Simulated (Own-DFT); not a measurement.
Hf₃₆O₇₁ (tetragonal hafnia with one neutral oxygen vacancy, atoms displaced) (calculated)

A calculation, not a measurement: plane-wave PBE and HSE06 DFT by an unreviewed code, no spin, of a simulated cell at Gamma alone, so results move with cell size and shape, stress positive in tension, energies less offsets, not probed for a lower state with spin; hafnium file: forces about 75 meV/angstrom off all-electron values; oxygen file: force components 24 meV/angstrom off all-electron in a glass; k mesh not checked against a denser one; forces and stress are PBE's, HSE06 gives the energy alone, and its difference from PBE has offsets of its own; offsets are fitted by least squares, one for each functional and potential file, so energies compare only between cells with the same atoms and settings and are not formation energies; the far tail of each file's local potential was reset to the Coulomb form; each entry is a single point on an unrelaxed cell, so the pressure reflects the starting lattice, taken from the Materials Project, from which strain is counted, and rises with the displacements; printed positions are rounded, which can move forces by about a meV/angstrom; the program is a retired in-house code; no spin-orbit coupling. Program: Own-DFT development build.

Common to all runs: first functional PBE; second functional HSE06; exact exchange share 0.25; screening 0.11 1/bohr; exchange divergence Gygi-Baldereschi; potential files PseudoDojo norm-conserving, scalar-relativistic, made for PBE, standard set; wave cutoff 48 hartree; occupations fixed; k mesh 1 x 1 x 1 centred on Gamma.

```yaml
- entry: 1
  formula: Hf36O71
  kind: "tetragonal hafnia with one neutral oxygen vacancy, atoms displaced"
  structure:
    cell_angstrom: [[10.78, 0.0, 0.0], [0.0, 10.78, 0.0], [0.0, 0.0, 10.4493]]
    atoms_fractional:
      - [Hf, 0.00113, 0.9947, 0.99736]
      - [Hf, 0.17571, 0.17411, 0.24771]
      - [O, 0.99269, 0.16694, 0.16758]
      - [O, 0.16814, 0.00047, 0.35728]
      - [O, 0.00638, 0.16899, 0.41692]
      - [O, 0.15678, 0.00569, 0.09531]
      - [Hf, 0.00315, 0.00047, 0.5111]
      - [Hf, 0.17608, 0.16556, 0.74968]
      - [O, 0.99149, 0.15472, 0.6617]
      - [O, 0.16896, 0.99904, 0.85429]
      - [O, 0.99643, 0.1773, 0.896]
      - [O, 0.17288, 0.00483, 0.59866]
      - [Hf, 0.98133, 0.33458, 0.00462]
      - [Hf, 0.17675, 0.50702, 0.24961]
      - [O, 0.00018, 0.49125, 0.1523]
      - [O, 0.17333, 0.31257, 0.34954]
      - [O, 0.00373, 0.49543, 0.40432]
      - [O, 0.16293, 0.33317, 0.08369]
      - [Hf, 0.0155, 0.33779, 0.49777]
      - [Hf, 0.17159, 0.49776, 0.75779]
      - [O, 0.99197, 0.50297, 0.65421]
      - [O, 0.16736, 0.32783, 0.84112]
      - [O, 0.00606, 0.51184, 0.90352]
      - [O, 0.17141, 0.3207, 0.60588]
      - [Hf, 0.01954, 0.67279, 0.98321]
      - [Hf, 0.17508, 0.83689, 0.25171]
      - [O, 0.9973, 0.83696, 0.15909]
      - [O, 0.17335, 0.66636, 0.3582]
      - [O, 0.99481, 0.84914, 0.41271]
      - [O, 0.16756, 0.67404, 0.09689]
      - [Hf, 0.98877, 0.67045, 0.49619]
      - [Hf, 0.16426, 0.83536, 0.75322]
      - [O, 0.00515, 0.83742, 0.65707]
      - [O, 0.16138, 0.65257, 0.84642]
      - [O, 0.98965, 0.82624, 0.90354]
      - [O, 0.15929, 0.66502, 0.61509]
      - [Hf, 0.33347, 0.00177, 0.99976]
      - [Hf, 0.4873, 0.15688, 0.24131]
      - [O, 0.33332, 0.15578, 0.14962]
      - [O, 0.49926, 0.99365, 0.32944]
      - [O, 0.31944, 0.15803, 0.40225]
      - [O, 0.49924, 0.98726, 0.09915]
      - [Hf, 0.33648, 0.99045, 0.49735]
      - [Hf, 0.50813, 0.18, 0.75365]
      - [O, 0.33804, 0.1687, 0.64332]
      - [O, 0.50235, 0.00606, 0.82897]
      - [O, 0.4907, 0.99058, 0.60623]
      - [Hf, 0.33549, 0.32781, 0.00185]
      - [Hf, 0.49853, 0.49979, 0.24368]
      - [O, 0.33628, 0.49212, 0.14584]
      - [O, 0.50148, 0.33271, 0.33513]
      - [O, 0.32864, 0.50311, 0.40523]
      - [O, 0.49366, 0.34171, 0.10665]
      - [Hf, 0.32507, 0.32423, 0.49499]
      - [Hf, 0.51199, 0.49741, 0.73962]
      - [O, 0.34607, 0.49946, 0.65567]
      - [O, 0.50941, 0.32367, 0.849]
      - [O, 0.3354, 0.49386, 0.88951]
      - [O, 0.49734, 0.33071, 0.58713]
      - [Hf, 0.34199, 0.67636, 0.99171]
      - [Hf, 0.51841, 0.83041, 0.25031]
      - [O, 0.34019, 0.83619, 0.13893]
      - [O, 0.50236, 0.66746, 0.34643]
      - [O, 0.32959, 0.83397, 0.39359]
      - [O, 0.50212, 0.6746, 0.10886]
      - [Hf, 0.33109, 0.66536, 0.4965]
      - [Hf, 0.48093, 0.83432, 0.75418]
      - [O, 0.31434, 0.82616, 0.65186]
      - [O, 0.49568, 0.66172, 0.85107]
      - [O, 0.35235, 0.83432, 0.90394]
      - [O, 0.48878, 0.66862, 0.60231]
      - [Hf, 0.6716, 0.99572, 0.99611]
      - [Hf, 0.83079, 0.15826, 0.24515]
      - [O, 0.67048, 0.16817, 0.15389]
      - [O, 0.83107, 0.00176, 0.36035]
      - [O, 0.66236, 0.16045, 0.40325]
      - [O, 0.82199, 0.00879, 0.09403]
      - [Hf, 0.65834, 0.99928, 0.49921]
      - [Hf, 0.8358, 0.15841, 0.76278]
      - [O, 0.66277, 0.15991, 0.65671]
      - [O, 0.82615, 0.98949, 0.85135]
      - [O, 0.65724, 0.15814, 0.89732]
      - [O, 0.82814, 0.99571, 0.60522]
      - [Hf, 0.66868, 0.32195, 0.01504]
      - [Hf, 0.82039, 0.49215, 0.25805]
      - [O, 0.67613, 0.5057, 0.16247]
      - [O, 0.8347, 0.33064, 0.34587]
      - [O, 0.67275, 0.50144, 0.41495]
      - [O, 0.82635, 0.34094, 0.10054]
      - [Hf, 0.66399, 0.32609, 0.50039]
      - [Hf, 0.81767, 0.50122, 0.74394]
      - [O, 0.67702, 0.50711, 0.65795]
      - [O, 0.8409, 0.33116, 0.85574]
      - [O, 0.66006, 0.5103, 0.90848]
      - [O, 0.84009, 0.3322, 0.60416]
      - [Hf, 0.67052, 0.65792, 0.99793]
      - [Hf, 0.82012, 0.82531, 0.25908]
      - [O, 0.66733, 0.8325, 0.13724]
      - [O, 0.83651, 0.67277, 0.34593]
      - [O, 0.66134, 0.82007, 0.40094]
      - [O, 0.83441, 0.66052, 0.10411]
      - [Hf, 0.67409, 0.6643, 0.47974]
      - [Hf, 0.82773, 0.82925, 0.73846]
      - [O, 0.66613, 0.82204, 0.65659]
      - [O, 0.84464, 0.65752, 0.85474]
      - [O, 0.6629, 0.83475, 0.91128]
      - [O, 0.83639, 0.6635, 0.59265]
  results:
    "PBE_energy_of_cell_above_offsets [eV]": "-86.937"
    "HSE06_less_PBE_above_offsets [eV]": "0.609"
    "PBE_pressure [GPa]": 5.48
    "PBE_stress_xx [GPa]": -4.39
    "PBE_stress_yy [GPa]": -6.64
    "PBE_stress_zz [GPa]": -5.4
    "PBE_stress_yz [GPa]": -1.43
    "PBE_stress_xz [GPa]": -1.55
    "PBE_stress_xy [GPa]": 0.32
    force_element: [Hf, Hf, O, O, O, O, Hf, Hf, O, O, O, O, Hf, Hf, O, O, O, O, Hf, Hf, O, O, O, O, Hf, Hf, O, O, O, O, Hf, Hf, O, O, O, O, Hf, Hf, O, O, O, O, Hf, Hf, O, O, O, Hf, Hf, O, O, O, O, Hf, Hf, O, O, O, O, Hf, Hf, O, O, O, O, Hf, Hf, O, O, O, O, Hf, Hf, O, O, O, O, Hf, Hf, O, O, O, O, Hf, Hf, O, O, O, O, Hf, Hf, O, O, O, O, Hf, Hf, O, O, O, O, Hf, Hf, O, O, O, O]
    "force_x [eV/angstrom]": [-1.448, -3.404, 1.452, 0.052, -0.281, 1.901, -0.388, -1.196, 1.598, 0.323, -0.085, 0.209, 2.972, -2.529, 0.594, 0.171, 0.401, 1.262, -2.904, -0.745, 0.946, 0.859, 0.235, -0.327, -3.403, -0.81, -0.135, -0.835, -0.093, 1.943, 3.828, -1.513, -0.886, 1.687, 1.09, 0.476, 0.033, 3.258, -0.347, 0.205, 2.271, 0.326, -1.949, -1.759, 0.392, -1.215, 1.127, -1.734, -0.4, -0.634, -0.149, -0.022, 1.587, 0.992, -3.354, -1.593, -0.289, 0.059, 1.106, 0.552, -2.558, -1.473, 0.062, 0.634, -0.259, -1.039, 2.579, 2.257, -0.133, -1.415, 1.828, -1.776, 0.548, -2.626, -1.145, -0.626, 2.776, 1.633, 0.399, 1.138, 0.668, 1.201, -0.845, -1.713, 5.557, -4.496, -0.877, -0.023, -0.464, 2.175, 8.959, -5.822, -1.86, -0.04, -1.743, 1.602, 3.013, 1.036, -0.224, 0.184, -0.198, -1.681, 0.307, -1.232, -1.891, -0.257, -1.62]
    "force_y [eV/angstrom]": [0.48, -4.471, 0.482, -0.371, -0.323, -0.325, 2.454, 0.298, -0.301, -0.218, -2.706, -0.282, 2.162, -0.181, -0.175, 6.065, 1.501, -0.991, -1.054, -1.31, -0.49, -0.281, -3.876, 0.935, -3.073, 0.39, 0.54, 0.547, -3.631, -0.411, -0.723, -1.342, 0.122, 4.858, 3.648, -0.375, 0.194, 1.051, 0.463, 1.152, 0.145, 1.849, 0.923, -3.938, 0.234, -0.547, -0.827, 1.479, 0.258, 0.793, -0.527, -1.734, -0.993, 0.219, 1.224, -0.524, 4.087, -0.158, 0.501, -2.693, -1.194, -0.04, -1.275, -0.745, -1.389, 0.322, -0.52, 0.555, 0.295, 1.104, 0.072, -0.658, -0.423, 0.928, -0.611, 0.518, 0.127, 0.334, 0.776, 0.459, 0.517, 1.727, -0.582, -0.052, 0.708, -0.487, -0.958, -2.477, -0.357, -1.252, -1.151, -0.152, 0.796, -4.8, -0.152, 4.104, 3.01, 0.253, -2.693, 4.132, 0.585, 0.08, -0.042, 0.062, 1.315, -1.706, 0.737]
    "force_z [eV/angstrom]": [0.538, -0.76, -1.525, -1.835, -0.42, 0.24, 0.103, -0.674, 0.153, 0.216, 1.844, 0.806, -1.297, -0.951, 1.527, 1.375, -0.675, 1.24, 1.922, -1.952, -0.159, 0.528, 0.071, -1.214, 3.596, -0.477, 0.351, -1.37, -0.93, 0.957, 1.085, -0.977, -0.182, 1.67, -1.307, -2.322, 0.226, 1.197, -1.55, 2.883, -0.936, -1.205, 0.631, -2.09, 1.166, 2.036, -2.592, -2.05, 0.332, 0.632, 1.055, -1.098, -1.419, 1.307, 1.927, -0.954, 1.716, 2.017, 0.576, 1.629, -2.724, 1.326, 0.712, 0.415, -1.272, 2.141, -1.412, -0.367, -0.309, -1.126, -0.856, -0.597, 2.873, -0.943, -1.25, 0.347, 1.007, 1.894, -1.416, -1.532, -0.022, 1.481, -0.535, -2.341, -0.506, -1.515, 0.312, -1.774, 1.204, -0.026, 4.127, -4.027, 0.159, -1.606, -1.073, 1.916, -3.668, 2.729, 2.038, -1.888, -0.294, 5.594, 1.899, -0.778, -1.616, -1.672, 0.334]
- entry: 2
  formula: Hf36O71
  kind: "tetragonal hafnia with one neutral oxygen vacancy, atoms displaced"
  structure:
    cell_angstrom: [[10.78, 0.0, 0.0], [0.0, 10.78, 0.0], [0.0, 0.0, 10.4493]]
    atoms_fractional:
      - [Hf, 0.00874, 0.98726, 0.0003]
      - [Hf, 0.15555, 0.16429, 0.25085]
      - [O, 0.0059, 0.16714, 0.15893]
      - [O, 0.15928, 0.99206, 0.36293]
      - [O, 0.98767, 0.16238, 0.40446]
      - [O, 0.16316, 0.00883, 0.10517]
      - [Hf, 0.98615, 0.99814, 0.50644]
      - [Hf, 0.16744, 0.15864, 0.74269]
      - [O, 0.99733, 0.16496, 0.65163]
      - [O, 0.1787, 0.99855, 0.85001]
      - [O, 0.00929, 0.16445, 0.90468]
      - [O, 0.155, 0.99934, 0.60406]
      - [Hf, 0.99865, 0.32302, 0.99298]
      - [Hf, 0.17917, 0.48901, 0.25047]
      - [O, 0.00568, 0.49989, 0.16569]
      - [O, 0.17082, 0.3265, 0.3429]
      - [O, 0.99939, 0.49416, 0.39741]
      - [O, 0.15781, 0.33191, 0.0991]
      - [Hf, 0.99331, 0.32249, 0.49354]
      - [Hf, 0.16186, 0.49837, 0.74327]
      - [O, 0.00172, 0.49762, 0.65026]
      - [O, 0.17699, 0.34162, 0.84721]
      - [O, 0.00283, 0.4972, 0.90943]
      - [O, 0.16506, 0.34175, 0.5918]
      - [Hf, 0.00243, 0.68033, 0.99381]
      - [Hf, 0.17035, 0.82416, 0.24322]
      - [O, 0.00587, 0.83792, 0.14845]
      - [O, 0.17347, 0.67565, 0.34363]
      - [O, 0.99779, 0.82038, 0.3875]
      - [O, 0.16393, 0.66917, 0.10513]
      - [Hf, 0.99433, 0.66515, 0.49702]
      - [Hf, 0.1687, 0.8344, 0.73958]
      - [O, 0.00768, 0.83252, 0.64852]
      - [O, 0.15442, 0.663, 0.84528]
      - [O, 0.00098, 0.84036, 0.89168]
      - [O, 0.18593, 0.67585, 0.59038]
      - [Hf, 0.33714, 0.98733, 0.9984]
      - [Hf, 0.4943, 0.16212, 0.25124]
      - [O, 0.32933, 0.16806, 0.16226]
      - [O, 0.50519, 0.00767, 0.36261]
      - [O, 0.30913, 0.16735, 0.41758]
      - [O, 0.49601, 0.99604, 0.08274]
      - [Hf, 0.33629, 0.99478, 0.5138]
      - [Hf, 0.49694, 0.16921, 0.75059]
      - [O, 0.32828, 0.16479, 0.65283]
      - [O, 0.49558, 0.00346, 0.84797]
      - [O, 0.34539, 0.18296, 0.91176]
      - [O, 0.49898, 0.00629, 0.59062]
      - [Hf, 0.33793, 0.31508, 0.02249]
      - [Hf, 0.50466, 0.4971, 0.26156]
      - [O, 0.34019, 0.50263, 0.13432]
      - [O, 0.4965, 0.33288, 0.32899]
      - [O, 0.33109, 0.49793, 0.39964]
      - [O, 0.51356, 0.33727, 0.09363]
      - [Hf, 0.339, 0.332, 0.498]
      - [Hf, 0.50512, 0.49182, 0.75457]
      - [O, 0.33319, 0.48455, 0.65243]
      - [O, 0.50169, 0.34428, 0.84391]
      - [O, 0.32965, 0.50417, 0.88709]
      - [O, 0.4911, 0.33494, 0.59518]
      - [Hf, 0.34755, 0.66994, 0.01825]
      - [Hf, 0.51135, 0.82421, 0.25205]
      - [O, 0.34762, 0.82903, 0.16828]
      - [O, 0.50581, 0.6514, 0.3389]
      - [O, 0.33459, 0.83609, 0.39645]
      - [O, 0.49291, 0.66543, 0.09747]
      - [Hf, 0.32271, 0.66995, 0.50204]
      - [Hf, 0.49929, 0.82597, 0.75351]
      - [O, 0.32376, 0.83129, 0.65489]
      - [O, 0.50573, 0.66741, 0.8431]
      - [O, 0.32853, 0.84262, 0.90313]
      - [O, 0.49762, 0.65534, 0.59725]
      - [Hf, 0.66996, 0.00127, 0.99123]
      - [Hf, 0.84426, 0.17046, 0.26211]
      - [O, 0.67236, 0.16973, 0.15551]
      - [O, 0.8463, 0.99069, 0.33584]
      - [O, 0.66211, 0.16793, 0.40425]
      - [O, 0.82076, 0.01142, 0.09869]
      - [Hf, 0.68073, 0.99776, 0.5052]
      - [Hf, 0.83501, 0.1781, 0.74147]
      - [O, 0.66629, 0.16878, 0.64326]
      - [O, 0.81882, 0.99427, 0.84918]
      - [O, 0.67675, 0.16972, 0.90315]
      - [O, 0.83402, 0.99712, 0.59758]
      - [Hf, 0.66535, 0.33894, 0.98557]
      - [Hf, 0.82863, 0.49623, 0.24533]
      - [O, 0.66791, 0.50252, 0.13744]
      - [O, 0.84349, 0.33473, 0.34049]
      - [O, 0.66953, 0.50098, 0.40318]
      - [O, 0.83618, 0.32492, 0.09437]
      - [Hf, 0.66994, 0.34061, 0.50857]
      - [Hf, 0.83487, 0.5094, 0.75423]
      - [O, 0.67313, 0.49015, 0.64552]
      - [O, 0.83314, 0.33554, 0.84541]
      - [O, 0.66902, 0.48913, 0.91204]
      - [O, 0.82068, 0.32989, 0.59608]
      - [Hf, 0.66585, 0.67374, 0.00271]
      - [Hf, 0.8263, 0.83255, 0.26108]
      - [O, 0.66031, 0.8516, 0.15359]
      - [O, 0.82866, 0.66929, 0.33615]
      - [O, 0.66754, 0.84145, 0.40408]
      - [Hf, 0.6726, 0.66661, 0.49175]
      - [Hf, 0.82987, 0.8405, 0.7602]
      - [O, 0.65888, 0.83378, 0.65384]
      - [O, 0.83145, 0.66504, 0.84405]
      - [O, 0.66478, 0.82421, 0.91542]
      - [O, 0.83317, 0.67105, 0.58411]
  results:
    "PBE_energy_of_cell_above_offsets [eV]": "-85.262"
    "HSE06_less_PBE_above_offsets [eV]": "0.623"
    "PBE_pressure [GPa]": 7.02
    "PBE_stress_xx [GPa]": -6.18
    "PBE_stress_yy [GPa]": -7.99
    "PBE_stress_zz [GPa]": -6.9
    "PBE_stress_yz [GPa]": -0.37
    "PBE_stress_xz [GPa]": -1.32
    "PBE_stress_xy [GPa]": -0.1
    force_element: [Hf, Hf, O, O, O, O, Hf, Hf, O, O, O, O, Hf, Hf, O, O, O, O, Hf, Hf, O, O, O, O, Hf, Hf, O, O, O, O, Hf, Hf, O, O, O, O, Hf, Hf, O, O, O, O, Hf, Hf, O, O, O, O, Hf, Hf, O, O, O, O, Hf, Hf, O, O, O, O, Hf, Hf, O, O, O, O, Hf, Hf, O, O, O, O, Hf, Hf, O, O, O, O, Hf, Hf, O, O, O, O, Hf, Hf, O, O, O, O, Hf, Hf, O, O, O, O, Hf, Hf, O, O, O, Hf, Hf, O, O, O, O]
    "force_x [eV/angstrom]": [-1.248, 3.175, -2.811, -0.569, 0.306, 1.4, 5.542, -0.271, -0.158, -0.618, -0.597, 0.737, 0.465, -1.516, -1.396, -0.955, -0.019, 1.46, 1.886, 3.426, -2.62, -1.339, -1.248, -1.134, 1.349, -0.141, -1.785, 0.163, -0.896, 0.781, 2.343, -1.345, -2.835, -0.623, -0.714, -8.0, -1.084, 3.343, 0.106, -0.713, 1.496, 1.031, -1.773, -0.049, 1.165, 0.372, 0.288, 1.607, -1.121, -0.383, -0.337, -0.498, 0.099, -1.912, -2.982, -3.445, 0.151, 0.912, 1.381, 3.267, -6.748, -1.955, -1.576, 0.849, 0.909, 6.484, 6.319, -1.005, 3.984, 0.29, 0.74, 0.884, -0.238, -3.176, -1.673, -0.285, 1.61, 2.917, -5.59, -1.994, 0.155, 0.589, -0.715, -0.309, 0.971, 2.065, 0.342, -0.588, 0.241, -0.026, -3.211, 1.028, 0.091, 0.663, 0.445, 4.366, 0.7, 1.504, 1.176, -0.729, 0.273, -2.46, 0.493, 1.554, -0.173, 0.116, -0.418]
    "force_y [eV/angstrom]": [2.711, -1.937, -0.095, 0.442, -0.433, -1.06, -1.819, 1.945, 0.259, 0.554, -2.011, 0.43, 2.49, 1.257, 0.707, 0.816, 0.963, -0.068, 3.266, -1.216, 0.903, -2.273, 0.829, -1.203, -2.934, 2.132, -0.18, -3.074, 0.479, 0.661, -0.588, -0.722, -0.477, 1.934, -0.552, -0.647, 3.924, -0.88, 0.457, -1.156, -1.395, 0.586, 0.723, -0.017, -0.303, -0.617, -4.44, -0.245, 4.832, -1.96, -0.341, -1.352, 0.391, -0.606, 0.805, 3.287, 0.804, -4.263, 1.232, -0.634, -2.505, 1.887, 0.33, 4.523, -0.357, 0.757, -0.786, 0.681, 0.938, -0.247, -4.148, 1.162, 1.816, -1.293, -0.545, 2.698, 0.185, -0.886, 2.605, -0.062, -0.34, 1.388, -0.5, -0.339, -4.986, -0.052, 1.043, 0.594, -0.682, 0.724, -1.867, -2.424, 1.034, 0.028, 6.912, -0.839, -3.91, -0.047, -1.798, -2.087, -1.987, -0.065, -1.529, 0.235, 1.798, 2.725, -0.094]
    "force_z [eV/angstrom]": [2.115, 1.912, -1.074, -1.446, 0.259, -1.036, -3.044, 1.7, -0.716, -0.144, -1.224, 0.47, 1.399, -0.977, -0.43, 0.475, 1.818, 0.374, 0.921, 2.386, -0.406, -0.759, -0.309, -0.642, 1.155, 1.728, -1.408, 1.263, 1.879, -1.244, -1.527, 2.805, -0.553, -0.701, -0.457, 3.467, 1.039, -0.262, -0.386, -2.054, -0.393, 1.584, -3.35, -0.072, 0.936, -1.166, -2.378, 2.022, -0.407, -4.708, 2.323, 2.815, -0.669, 0.147, 0.135, -2.065, -0.532, 0.961, 1.897, 0.563, -4.9, 2.007, -2.541, 1.965, 1.822, 2.286, -4.208, -0.819, -0.927, 1.108, -0.721, -0.721, 2.51, -4.331, 1.041, 3.283, 0.729, -0.905, -1.712, 1.933, 1.574, -0.722, -1.801, 2.432, 4.815, -1.766, 2.243, 1.791, -0.926, 0.002, -1.863, -0.609, 1.149, -1.064, -4.152, 0.894, 1.525, -4.087, -0.17, 1.029, -0.473, 1.126, -1.64, 0.419, 0.737, -2.724, 1.349]
```
